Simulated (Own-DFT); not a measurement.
AlN (wurtzite, atoms displaced) (calculated)

All values are calculated (Own-DFT development build). A calculation, not a measurement: plane-wave PBE density functional theory by an unreviewed code, no spin, of a simulated periodic cell, stress positive in tension, free energy of the whole cell less one offset for each atom, forces on such cells passed a denser k mesh, this cell's mesh not checked; offsets are fitted by least squares, one for each functional and potential file, so energies compare only between cells with the same atoms and settings and are not formation energies; the far tail of each file's local potential was reset to the Coulomb form; each entry is a single point on an unrelaxed cell, so the pressure reflects the starting lattice, mostly measured values (interpolated for alloys), from which strain is counted, and rises with the displacements; printed positions are rounded, which can move forces by about a meV/angstrom; the program, named Own-DFT, is a retired in-house code; no spin-orbit coupling.

Common to all runs: functional PBE; potential files PseudoDojo norm-conserving, scalar-relativistic, standard set; wave cutoff 42 hartree; occupations Fermi-Dirac; smearing width 0.1 eV; hardware one NVIDIA H100; k mesh 2 x 2 x 2 centred on Gamma.

(1) 
```cif
# cell vector a (Å): 12.4480 0.0000 0.0000
# cell vector b (Å): -6.2240 10.7803 0.0000
# cell vector c (Å): 0.0000 0.0000 9.9640
data_AlN
_symmetry_space_group_name_H-M 'P 1'
_symmetry_Int_Tables_number 1
_cell_length_a 12.4480
_cell_length_b 12.4480
_cell_length_c 9.9640
_cell_angle_alpha 90.000
_cell_angle_beta 90.000
_cell_angle_gamma 120.000
_cell_volume 1337.10
loop_
_atom_site_label
_atom_site_type_symbol
_atom_site_fract_x
_atom_site_fract_y
_atom_site_fract_z
_atom_site_occupancy
Al1 Al 0.08370 0.16306 0.00067 1
Al2 Al 0.16825 0.08546 0.25250 1
N1 N 0.08187 0.16730 0.19173 1
N2 N 0.16780 0.08428 0.43774 1
Al3 Al 0.08070 0.16690 0.50356 1
Al4 Al 0.16756 0.08315 0.74875 1
N3 N 0.08329 0.16711 0.69152 1
N4 N 0.16711 0.08100 0.94356 1
Al5 Al 0.08161 0.41541 0.99837 1
Al6 Al 0.16836 0.33462 0.25158 1
N5 N 0.08204 0.41484 0.19011 1
N6 N 0.16709 0.33385 0.44003 1
Al7 Al 0.08578 0.41788 0.50034 1
Al8 Al 0.16649 0.33119 0.74960 1
N7 N 0.08149 0.41870 0.68832 1
N8 N 0.16752 0.33215 0.94266 1
Al9 Al 0.08085 0.66561 0.00052 1
Al10 Al 0.16726 0.58194 0.24914 1
N9 N 0.08329 0.66673 0.19199 1
N10 N 0.16691 0.58298 0.44408 1
Al11 Al 0.08125 0.66522 0.50073 1
Al12 Al 0.16708 0.58343 0.74882 1
N11 N 0.08172 0.66021 0.69278 1
N12 N 0.16769 0.58558 0.94031 1
Al13 Al 0.08382 0.91771 0.00322 1
Al14 Al 0.16640 0.83232 0.25065 1
N13 N 0.08338 0.91790 0.19116 1
N14 N 0.16432 0.83225 0.44124 1
Al15 Al 0.08224 0.91516 0.50038 1
Al16 Al 0.16681 0.83237 0.74713 1
N15 N 0.08311 0.91705 0.69109 1
N16 N 0.16738 0.83465 0.94043 1
Al17 Al 0.33320 0.16647 0.00049 1
Al18 Al 0.41633 0.08410 0.24640 1
N17 N 0.33244 0.16540 0.19331 1
N18 N 0.41662 0.08229 0.44283 1
Al19 Al 0.33282 0.16324 0.50067 1
Al20 Al 0.41732 0.08439 0.75227 1
N19 N 0.33145 0.16519 0.68927 1
N20 N 0.41803 0.08475 0.94069 1
Al21 Al 0.33108 0.41573 0.00271 1
Al22 Al 0.41680 0.33338 0.25199 1
N21 N 0.33469 0.41664 0.19116 1
N22 N 0.41741 0.33517 0.44252 1
Al23 Al 0.33125 0.41570 0.49904 1
Al24 Al 0.41648 0.33268 0.74559 1
N23 N 0.33269 0.41889 0.68901 1
N24 N 0.42019 0.33775 0.94224 1
Al25 Al 0.33013 0.66361 0.99745 1
Al26 Al 0.41939 0.58609 0.25031 1
N25 N 0.33510 0.66773 0.19196 1
N26 N 0.41468 0.58399 0.44116 1
Al27 Al 0.33507 0.66896 0.49793 1
Al28 Al 0.41575 0.58392 0.75429 1
N27 N 0.33551 0.66581 0.68968 1
N28 N 0.41531 0.58143 0.94070 1
Al29 Al 0.33422 0.91692 0.00020 1
Al30 Al 0.41687 0.83363 0.24986 1
N29 N 0.33248 0.91515 0.19392 1
N30 N 0.41609 0.82847 0.44109 1
Al31 Al 0.33466 0.91778 0.49711 1
Al32 Al 0.41572 0.83181 0.75045 1
N31 N 0.33317 0.91485 0.68560 1
N32 N 0.41679 0.83272 0.94014 1
Al33 Al 0.58355 0.16755 0.00216 1
Al34 Al 0.66845 0.08468 0.25003 1
N33 N 0.58463 0.16719 0.19026 1
N34 N 0.66645 0.08343 0.44053 1
Al35 Al 0.58301 0.16697 0.49968 1
Al36 Al 0.66383 0.08319 0.74914 1
N35 N 0.58471 0.16851 0.69141 1
N36 N 0.66655 0.08048 0.94150 1
Al37 Al 0.58203 0.41250 0.00156 1
Al38 Al 0.66775 0.33244 0.25220 1
N37 N 0.58355 0.41581 0.18677 1
N38 N 0.66705 0.33195 0.43921 1
Al39 Al 0.58428 0.41883 0.49788 1
Al40 Al 0.66691 0.33219 0.75205 1
N39 N 0.58460 0.41585 0.68977 1
N40 N 0.66764 0.33686 0.93983 1
Al41 Al 0.58089 0.66407 0.99568 1
Al42 Al 0.66340 0.58331 0.25026 1
N41 N 0.58279 0.66296 0.19217 1
N42 N 0.66624 0.58289 0.44017 1
Al43 Al 0.58487 0.66486 0.49787 1
Al44 Al 0.66585 0.58233 0.74602 1
N43 N 0.58299 0.66516 0.69141 1
N44 N 0.66476 0.58460 0.93831 1
Al45 Al 0.58192 0.91546 0.00064 1
Al46 Al 0.66634 0.83448 0.25068 1
N45 N 0.58217 0.91580 0.19660 1
N46 N 0.66712 0.83097 0.43794 1
Al47 Al 0.58230 0.91363 0.49445 1
Al48 Al 0.66378 0.83165 0.75176 1
N47 N 0.58092 0.91689 0.68849 1
N48 N 0.66929 0.83476 0.93991 1
Al49 Al 0.83117 0.16446 0.00204 1
Al50 Al 0.91708 0.08211 0.24782 1
N49 N 0.83011 0.16437 0.18997 1
N50 N 0.91852 0.08351 0.44424 1
Al51 Al 0.83516 0.17042 0.49947 1
Al52 Al 0.91758 0.08206 0.75179 1
N51 N 0.83065 0.16313 0.68989 1
N52 N 0.91999 0.08439 0.94429 1
Al53 Al 0.83207 0.41484 0.99601 1
Al54 Al 0.91871 0.33233 0.25278 1
N53 N 0.83319 0.41578 0.18912 1
N54 N 0.91412 0.33063 0.44199 1
Al55 Al 0.83207 0.41506 0.49924 1
Al56 Al 0.91746 0.33429 0.74907 1
N55 N 0.83575 0.41977 0.68944 1
N56 N 0.91418 0.33244 0.94147 1
Al57 Al 0.83324 0.66835 0.99950 1
Al58 Al 0.91625 0.58301 0.25042 1
N57 N 0.83102 0.66643 0.19167 1
N58 N 0.91519 0.58125 0.43975 1
Al59 Al 0.83691 0.67072 0.50011 1
Al60 Al 0.91349 0.58064 0.75061 1
N59 N 0.83241 0.66561 0.69175 1
N60 N 0.91697 0.58490 0.94056 1
Al61 Al 0.83341 0.91849 0.99907 1
Al62 Al 0.91336 0.83251 0.25313 1
N61 N 0.83395 0.91834 0.19121 1
N62 N 0.91342 0.83293 0.44449 1
Al63 Al 0.83123 0.91505 0.49918 1
Al64 Al 0.91489 0.83210 0.74850 1
N63 N 0.83304 0.91473 0.68737 1
N64 N 0.91652 0.83303 0.94388 1
_calc_free_energy_of_cell_above_offsets '-62.479'  # eV
_calc_pressure 3.73  # GPa
_calc_stress_xx -4.01  # GPa
_calc_stress_yy -3.51  # GPa
_calc_stress_zz -3.68  # GPa
_calc_stress_yz 0  # GPa
_calc_stress_xz -0.1  # GPa
_calc_stress_xy -0.2  # GPa
_calc_wall_time 381.9  # s
```

Force:
| element | x (eV/Å) | y (eV/Å) | z (eV/Å) |
| --- | --- | --- | --- |
| Al | -0.014 | 0.748 | 0.337 |
| Al | -0.52 | -0.44 | -0.543 |
| N | 0.618 | 0.096 | -0.074 |
| N | -0.345 | -0.196 | 1.189 |
| Al | 0.838 | -0.019 | -0.734 |
| Al | -0.292 | -0.227 | 0.461 |
| N | 0.226 | -0.279 | 0.251 |
| N | -0.012 | 0.526 | -0.681 |
| Al | 0.148 | 0.091 | 0.094 |
| Al | -0.104 | -0.276 | -0.431 |
| N | 0.298 | 0.287 | 0.062 |
| N | -0.247 | -0.328 | 0.291 |
| Al | -0.491 | -0.155 | -0.12 |
| Al | -0.348 | 0.84 | 0.197 |
| N | 0.909 | -0.72 | 0.633 |
| N | -0.489 | -0.165 | -0.398 |
| Al | 0.299 | 0.502 | -0.103 |
| Al | -0.174 | 0.24 | 0.347 |
| N | 0.127 | -0.22 | -0.132 |
| N | -0.148 | 0.163 | -0.741 |
| Al | 0.318 | -0.163 | 0.08 |
| Al | 0.481 | -0.059 | 0.041 |
| N | -0.831 | 1.237 | -0.376 |
| N | -0.361 | -0.829 | 0.021 |
| Al | 0.02 | -0.641 | -0.316 |
| Al | -0.462 | 0.132 | -0.063 |
| N | -0.075 | -0.235 | 0.628 |
| N | 0.339 | -0.022 | 0.088 |
| Al | -0.183 | 0.558 | -0.176 |
| Al | -0.041 | -0.292 | 0.311 |
| N | 0.023 | -0.229 | -0.136 |
| N | 0.102 | -0.164 | 0.001 |
| Al | -0.042 | 0.561 | 0.065 |
| Al | 0.365 | -0.241 | 0.759 |
| N | 0.105 | 0.461 | -0.478 |
| N | 0.109 | 0.29 | -0.75 |
| Al | -0.32 | 0.659 | -0.401 |
| Al | 0.05 | -0.472 | -0.724 |
| N | 0.381 | 0.156 | 0.381 |
| N | -0.018 | -0.169 | 0.331 |
| Al | 0.65 | 0.048 | -0.275 |
| Al | 0.241 | 0.074 | -0.269 |
| N | -0.292 | 0.159 | 0.326 |
| N | 0.097 | -0.593 | -0.07 |
| Al | 0.256 | 0.623 | 0.123 |
| Al | -0.133 | 0.514 | 0.568 |
| N | 0.268 | -0.563 | 0.31 |
| N | -0.641 | -1.253 | -0.594 |
| Al | 0.457 | 0.611 | 0.619 |
| Al | -0.317 | -0.567 | 0.169 |
| N | -0.267 | -0.283 | -0.551 |
| N | 0.762 | -0.221 | -0.217 |
| Al | -0.097 | -1.041 | 0.63 |
| Al | 0.407 | -0.28 | -1.014 |
| N | -0.636 | 0.161 | 0.3 |
| N | -0.386 | 0.173 | 0.373 |
| Al | -0.245 | -0.27 | 0.069 |
| Al | -0.096 | -0.346 | 0.264 |
| N | 0.08 | 0.421 | -0.496 |
| N | -0.605 | 1.35 | -0.532 |
| Al | 0.068 | -0.755 | 0.058 |
| Al | 0 | 0.112 | -0.5 |
| N | -0.135 | 0.457 | 0.862 |
| N | -0.13 | -0.079 | 0.259 |
| Al | 0.47 | 0.099 | -0.476 |
| Al | -0.455 | -0.374 | 0.296 |
| N | -0.302 | -0.205 | 0.129 |
| N | 0.072 | -0.046 | 0.003 |
| Al | 0.237 | -0.205 | 0.091 |
| Al | 0.677 | -0.354 | -0.004 |
| N | -0.414 | -0.237 | -0.031 |
| N | -0.61 | 0.425 | -0.033 |
| Al | -0.258 | 1.513 | -0.522 |
| Al | -0.167 | 0.422 | -0.687 |
| N | 0.005 | -0.178 | 1.282 |
| N | -0.419 | 0.204 | 0.379 |
| Al | 0.304 | -0.537 | 0.34 |
| Al | -0.011 | 0.609 | -0.56 |
| N | -0.164 | -0.171 | -0.234 |
| N | 0.34 | -1.107 | 0.055 |
| Al | 0.373 | 0.405 | 0.694 |
| Al | 1.074 | -0.516 | -0.266 |
| N | -0.633 | 1.206 | -0.714 |
| N | 0.525 | 0.212 | 0.058 |
| Al | -0.96 | 0.07 | 0.461 |
| Al | -0.004 | -0.071 | 0.732 |
| N | -0.323 | 0.203 | -0.255 |
| N | 0.732 | -0.576 | 0.097 |
| Al | 0.307 | -0.107 | 0.254 |
| Al | 0.43 | -0.586 | -0.453 |
| N | 0.084 | 0.303 | -0.958 |
| N | -0.233 | 0.101 | 0.372 |
| Al | 0.094 | 0.467 | 0.697 |
| Al | 0.244 | 0.394 | -0.743 |
| N | 0.432 | -0.231 | 0.051 |
| N | -0.753 | -0.336 | 0.421 |
| Al | 0.317 | 0.308 | -0.433 |
| Al | -0.297 | 0.407 | 0.715 |
| N | 0.784 | 0.42 | 0.328 |
| N | -0.703 | -0.123 | -0.731 |
| Al | 0.025 | -1.525 | 0.337 |
| Al | -0.606 | -0.159 | -0.268 |
| N | 0.243 | 0.684 | 0.428 |
| N | -0.633 | -0.116 | -0.576 |
| Al | -0.036 | 0.748 | 0.83 |
| Al | -0.785 | -0.045 | -0.594 |
| N | 0.285 | -0.048 | 0.188 |
| N | 0.539 | 1.038 | -0.208 |
| Al | 0.028 | 0.281 | 0.1 |
| Al | -0.241 | -0.521 | -0.041 |
| N | -0.342 | -1.129 | 0.17 |
| N | 0.496 | -0.249 | -0.399 |
| Al | -0.37 | -0.497 | 0.155 |
| Al | -0.251 | -0.14 | -0.369 |
| N | 0.232 | 0.022 | 0.111 |
| N | -0.091 | 0.344 | 0.244 |
| Al | -0.299 | -1.284 | 0.094 |
| Al | 0.372 | 0.737 | 0.064 |
| N | 0.223 | 0.147 | -0.395 |
| N | -0.196 | -0.482 | 0.085 |
| Al | 0.511 | -0.452 | 0.321 |
| Al | 0.542 | 0.127 | -0.515 |
| N | -0.26 | -0.461 | -0.067 |
| N | 0.73 | 0.329 | -0.59 |
| Al | -0.17 | 0.601 | 0.185 |
| Al | 0.202 | 0.076 | 0.573 |
| N | -0.428 | 0.196 | 0.823 |
| N | -0.055 | 0.514 | -0.64 |

(2) 
```cif
# cell vector a (Å): 12.4480 0.0000 0.0000
# cell vector b (Å): -6.2240 10.7803 0.0000
# cell vector c (Å): 0.0000 0.0000 9.9640
data_AlN
_symmetry_space_group_name_H-M 'P 1'
_symmetry_Int_Tables_number 1
_cell_length_a 12.4480
_cell_length_b 12.4480
_cell_length_c 9.9640
_cell_angle_alpha 90.000
_cell_angle_beta 90.000
_cell_angle_gamma 120.000
_cell_volume 1337.10
loop_
_atom_site_label
_atom_site_type_symbol
_atom_site_fract_x
_atom_site_fract_y
_atom_site_fract_z
_atom_site_occupancy
Al1 Al 0.08184 0.16556 0.00023 1
Al2 Al 0.16618 0.08312 0.24791 1
N1 N 0.08643 0.16944 0.18932 1
N2 N 0.16509 0.08219 0.43877 1
Al3 Al 0.08665 0.16911 0.49872 1
Al4 Al 0.16801 0.08106 0.74983 1
N3 N 0.08538 0.16598 0.69116 1
N4 N 0.16559 0.08133 0.94346 1
Al5 Al 0.08132 0.41168 0.00099 1
Al6 Al 0.16425 0.33068 0.24705 1
N5 N 0.08040 0.41543 0.18917 1
N6 N 0.16454 0.33173 0.43953 1
Al7 Al 0.08555 0.41483 0.50035 1
Al8 Al 0.17040 0.33329 0.74931 1
N7 N 0.07934 0.41758 0.69146 1
N8 N 0.16973 0.33256 0.94274 1
Al9 Al 0.07955 0.66415 0.00034 1
Al10 Al 0.16559 0.58315 0.24857 1
N9 N 0.08255 0.66395 0.18902 1
N10 N 0.16970 0.58392 0.44170 1
Al11 Al 0.08303 0.66742 0.49777 1
Al12 Al 0.16674 0.58536 0.75369 1
N11 N 0.08215 0.66542 0.69217 1
N12 N 0.16715 0.58539 0.94195 1
Al13 Al 0.08238 0.91713 0.99734 1
Al14 Al 0.16621 0.83316 0.25063 1
N13 N 0.08201 0.91672 0.19078 1
N14 N 0.16699 0.83650 0.44040 1
Al15 Al 0.08245 0.91696 0.49920 1
Al16 Al 0.16691 0.83307 0.75093 1
N15 N 0.08132 0.91453 0.69284 1
N16 N 0.16851 0.83359 0.94033 1
Al17 Al 0.33246 0.16406 0.00308 1
Al18 Al 0.41466 0.08105 0.25207 1
N17 N 0.33685 0.16961 0.19064 1
N18 N 0.41317 0.08049 0.44197 1
Al19 Al 0.33263 0.16734 0.50031 1
Al20 Al 0.41791 0.08424 0.74986 1
N19 N 0.33354 0.16749 0.69344 1
N20 N 0.41640 0.08381 0.94131 1
Al21 Al 0.33305 0.41530 0.99994 1
Al22 Al 0.41826 0.33341 0.25029 1
N21 N 0.33294 0.41235 0.18894 1
N22 N 0.41655 0.33396 0.44123 1
Al23 Al 0.33097 0.41681 0.50160 1
Al24 Al 0.41729 0.33223 0.74953 1
N23 N 0.33298 0.41701 0.68995 1
N24 N 0.41608 0.33353 0.94006 1
Al25 Al 0.33379 0.66526 0.99891 1
Al26 Al 0.41610 0.58480 0.25001 1
N25 N 0.33364 0.66865 0.19332 1
N26 N 0.41430 0.58041 0.44555 1
Al27 Al 0.33496 0.66425 0.49652 1
Al28 Al 0.41404 0.58154 0.74898 1
N27 N 0.33302 0.66412 0.69080 1
N28 N 0.41936 0.58388 0.93982 1
Al29 Al 0.33498 0.91684 0.00149 1
Al30 Al 0.41825 0.83657 0.24834 1
N29 N 0.33264 0.91557 0.18991 1
N30 N 0.41729 0.83359 0.44140 1
Al31 Al 0.33329 0.91548 0.50226 1
Al32 Al 0.41812 0.83388 0.74863 1
N31 N 0.33365 0.91368 0.69253 1
N32 N 0.41382 0.83374 0.94155 1
Al33 Al 0.58019 0.16700 0.99726 1
Al34 Al 0.66494 0.08413 0.24575 1
N33 N 0.58409 0.16669 0.19264 1
N34 N 0.66364 0.08110 0.44132 1
Al35 Al 0.58145 0.16641 0.49951 1
Al36 Al 0.66945 0.08354 0.75024 1
N35 N 0.58523 0.16946 0.69080 1
N36 N 0.66489 0.08131 0.93827 1
Al37 Al 0.58463 0.41544 0.00266 1
Al38 Al 0.66664 0.33350 0.24816 1
N37 N 0.58669 0.41630 0.19570 1
N38 N 0.66623 0.33432 0.44502 1
Al39 Al 0.57941 0.41475 0.50152 1
Al40 Al 0.66782 0.33497 0.74969 1
N39 N 0.58291 0.41325 0.68973 1
N40 N 0.66298 0.33010 0.93890 1
Al41 Al 0.58432 0.66588 0.99827 1
Al42 Al 0.66702 0.58124 0.25122 1
N41 N 0.58570 0.66567 0.18874 1
N42 N 0.66966 0.58543 0.44096 1
Al43 Al 0.58314 0.66610 0.49890 1
Al44 Al 0.66789 0.58407 0.75011 1
N43 N 0.58004 0.66232 0.68926 1
N44 N 0.66471 0.58234 0.94103 1
Al45 Al 0.58610 0.91949 0.00323 1
Al46 Al 0.66732 0.83490 0.25042 1
N45 N 0.58037 0.91329 0.19103 1
N46 N 0.66504 0.83061 0.44298 1
Al47 Al 0.58491 0.91869 0.49970 1
Al48 Al 0.66765 0.83270 0.75088 1
N47 N 0.58314 0.91466 0.69082 1
N48 N 0.66704 0.83119 0.94203 1
Al49 Al 0.83286 0.16349 0.00270 1
Al50 Al 0.91668 0.08192 0.24871 1
N49 N 0.83375 0.16971 0.18875 1
N50 N 0.91487 0.07922 0.44053 1
Al51 Al 0.83080 0.16678 0.50186 1
Al52 Al 0.91757 0.08449 0.74859 1
N51 N 0.83568 0.16995 0.68928 1
N52 N 0.91800 0.08241 0.94137 1
Al53 Al 0.83119 0.41586 0.99987 1
Al54 Al 0.91678 0.33450 0.25185 1
N53 N 0.83265 0.41679 0.19050 1
N54 N 0.91782 0.33482 0.43949 1
Al55 Al 0.83207 0.41437 0.49808 1
Al56 Al 0.91842 0.33365 0.75053 1
N55 N 0.83461 0.41644 0.68985 1
N56 N 0.91499 0.33330 0.94003 1
Al57 Al 0.83110 0.66585 0.99901 1
Al58 Al 0.91617 0.58536 0.24686 1
N57 N 0.83288 0.66643 0.19250 1
N58 N 0.91709 0.58555 0.43881 1
Al59 Al 0.83276 0.66524 0.50223 1
Al60 Al 0.91393 0.58234 0.75360 1
N59 N 0.82800 0.66474 0.69247 1
N60 N 0.91617 0.58411 0.93937 1
Al61 Al 0.83675 0.91843 0.99772 1
Al62 Al 0.92002 0.83332 0.24894 1
N61 N 0.83518 0.91796 0.19115 1
N62 N 0.91856 0.83231 0.43899 1
Al63 Al 0.83652 0.92007 0.50162 1
Al64 Al 0.91382 0.83147 0.75231 1
N63 N 0.83162 0.91429 0.69007 1
N64 N 0.91707 0.82873 0.94037 1
_calc_free_energy_of_cell_above_offsets '-62.370'  # eV
_calc_pressure 3.75  # GPa
_calc_stress_xx -3.95  # GPa
_calc_stress_yy -3.63  # GPa
_calc_stress_zz -3.68  # GPa
_calc_stress_yz 0.17  # GPa
_calc_stress_xz 0.04  # GPa
_calc_stress_xy -0.05  # GPa
_calc_wall_time 366.6  # s
```

Force:
| element | x (eV/Å) | y (eV/Å) | z (eV/Å) |
| --- | --- | --- | --- |
| Al | 0.741 | 0.278 | -0.158 |
| Al | 0.335 | 0.189 | 0.09 |
| N | -0.567 | -1.022 | 0.101 |
| N | 0.256 | 0.443 | 0.164 |
| Al | -0.543 | -0.914 | 0.182 |
| Al | -0.41 | 0.066 | 0.34 |
| N | -0.177 | 0.048 | -0.111 |
| N | -0.084 | 0.409 | -0.367 |
| Al | -0.165 | 0.936 | -0.544 |
| Al | 0.245 | 0.965 | 0.222 |
| N | 0.583 | 0.049 | 0.331 |
| N | 0.463 | 0.205 | -0.169 |
| Al | -1 | 0.73 | 0.21 |
| Al | -1.124 | 0.061 | 0.294 |
| N | 1.695 | -0.116 | 0.003 |
| N | -0.846 | -0.21 | -0.498 |
| Al | 0.68 | 0.715 | -0.291 |
| Al | 0.358 | -0.131 | 0.3 |
| N | -0.417 | 0.628 | 0.333 |
| N | -0.621 | -0.337 | -0.428 |
| Al | 0.272 | -0.17 | 0.48 |
| Al | 0.119 | -0.275 | -0.615 |
| N | -0.37 | 0.312 | -0.256 |
| N | 0.103 | -0.922 | 0.336 |
| Al | 0.754 | -0.63 | 0.35 |
| Al | 0.003 | -0.166 | -0.292 |
| N | 0.672 | 0.167 | -0.447 |
| N | 0.37 | -0.496 | 0.066 |
| Al | 0.039 | -0.128 | 0.317 |
| Al | 0.039 | -0.351 | -0.02 |
| N | 0.022 | 0.174 | -0.305 |
| N | -0.503 | -0.066 | 0.426 |
| Al | -0.205 | 0.676 | -0.592 |
| Al | 0.138 | 0.292 | -0.175 |
| N | -0.236 | -0.825 | 0.384 |
| N | 0.167 | 0.493 | 0.07 |
| Al | -0.006 | -0.254 | 0.004 |
| Al | 0.145 | -0.31 | -0.023 |
| N | 0.128 | -0.441 | -0.582 |
| N | -0.112 | -0.284 | -0.108 |
| Al | 0.482 | 0.459 | 0.025 |
| Al | -0.105 | 0.2 | 0.097 |
| N | -0.456 | 0.879 | 0.544 |
| N | -0.472 | -0.243 | 0.02 |
| Al | 0.423 | -0.354 | -0.345 |
| Al | -0.124 | 0.461 | 0.317 |
| N | 0.36 | -0.438 | 0.091 |
| N | 0.491 | -0.351 | 0.289 |
| Al | -0.136 | 0.419 | 0.194 |
| Al | 0.538 | -0.521 | -0.041 |
| N | 0.123 | -0.301 | -0.421 |
| N | 0.643 | 0.181 | -1.195 |
| Al | -0.703 | 0.79 | 0.782 |
| Al | 0.452 | 0.356 | 0.156 |
| N | -0.387 | 0.462 | -0.102 |
| N | -0.552 | -0.379 | 0.164 |
| Al | -0.573 | -0.143 | -0.421 |
| Al | -0.36 | -0.822 | 0.63 |
| N | -0.199 | 0.356 | 0.302 |
| N | 0.051 | -0.019 | -0.201 |
| Al | -0.041 | -0.239 | -0.1 |
| Al | 0.053 | -0.664 | 0.425 |
| N | -0.453 | 0.816 | -0.228 |
| N | 1.264 | -0.056 | -0.039 |
| Al | 0.725 | -0.379 | 0.434 |
| Al | 0.635 | -0.317 | 0.773 |
| N | -0.688 | -0.072 | -0.587 |
| N | 0.237 | 0.762 | -0.469 |
| Al | 0.067 | 0.065 | 0.15 |
| Al | -0.633 | -0.106 | -0.428 |
| N | 0.152 | -0.727 | 0.098 |
| N | 0.254 | 0.579 | 0.687 |
| Al | -0.771 | 0.093 | -0.265 |
| Al | 0.519 | -0.223 | 1.008 |
| N | -0.758 | -0.056 | -0.848 |
| N | -0.076 | -0.437 | -0.923 |
| Al | 0.738 | 0.745 | -0.199 |
| Al | 0.274 | -0.224 | -0.374 |
| N | -0.436 | 0.716 | 0.342 |
| N | 0.424 | 0.723 | 0.385 |
| Al | -0.277 | -0.01 | 0.365 |
| Al | -0.128 | 0.632 | 0.178 |
| N | -0.579 | 0.099 | 0.514 |
| N | -0.586 | -0.771 | 0.113 |
| Al | 0.159 | -0.237 | 0.284 |
| Al | -1.07 | -0.932 | -0.043 |
| N | 0.265 | 0.608 | 0.359 |
| N | 0.633 | -0.315 | -0.042 |
| Al | -0.446 | -1.174 | -0.875 |
| Al | 0.457 | -0.665 | 0.128 |
| N | 0.559 | 1.081 | -0.011 |
| N | 0.182 | 0.829 | -0.409 |
| Al | -0.066 | -0.917 | 0.172 |
| Al | -0.533 | -0.668 | -0.228 |
| N | 0.271 | 0.613 | 0.044 |
| N | 0.035 | 0.792 | -0.091 |
| Al | -0.501 | 0.706 | -0.789 |
| Al | -0.121 | 0.5 | 0.264 |
| N | 0.264 | -0.787 | 0.611 |
| N | -0.131 | 1.545 | -0.02 |
| Al | 0.48 | -0.016 | -0.79 |
| Al | 0.172 | -0.185 | -0.108 |
| N | 0.123 | -0.743 | 0.377 |
| N | -0.388 | 0.242 | -0.406 |
| Al | 0.197 | -0.081 | -0.1 |
| Al | -0.208 | 0.026 | -0.377 |
| N | 0.014 | 0.086 | -0.067 |
| N | 0.124 | -0.523 | 0.267 |
| Al | 0.02 | 0.891 | 0.322 |
| Al | -0.686 | 0.268 | 0.065 |
| N | -0.301 | 0.075 | 0.237 |
| N | 0.283 | -0.525 | 0.273 |
| Al | 0.1 | -0.304 | 0.499 |
| Al | 0.272 | -0.445 | 0.567 |
| N | -0.048 | 0.181 | -0.779 |
| N | 0.196 | -0.588 | 0.098 |
| Al | 0.075 | 0.381 | -0.336 |
| Al | 0.438 | 0.085 | -1.085 |
| N | 1.148 | 0.423 | -0.084 |
| N | -0.41 | -0.532 | 0.664 |
| Al | -0.213 | -1.003 | 0.476 |
| Al | -0.959 | -0.231 | 0.35 |
| N | -0.021 | -0.259 | -0.412 |
| N | -0.578 | 0.132 | 0.456 |
| Al | -0.059 | -1.585 | -0.473 |
| Al | 0.409 | -0.028 | -0.521 |
| N | 0.225 | 0.706 | 0.485 |
| N | -0.712 | 0.846 | 0.13 |
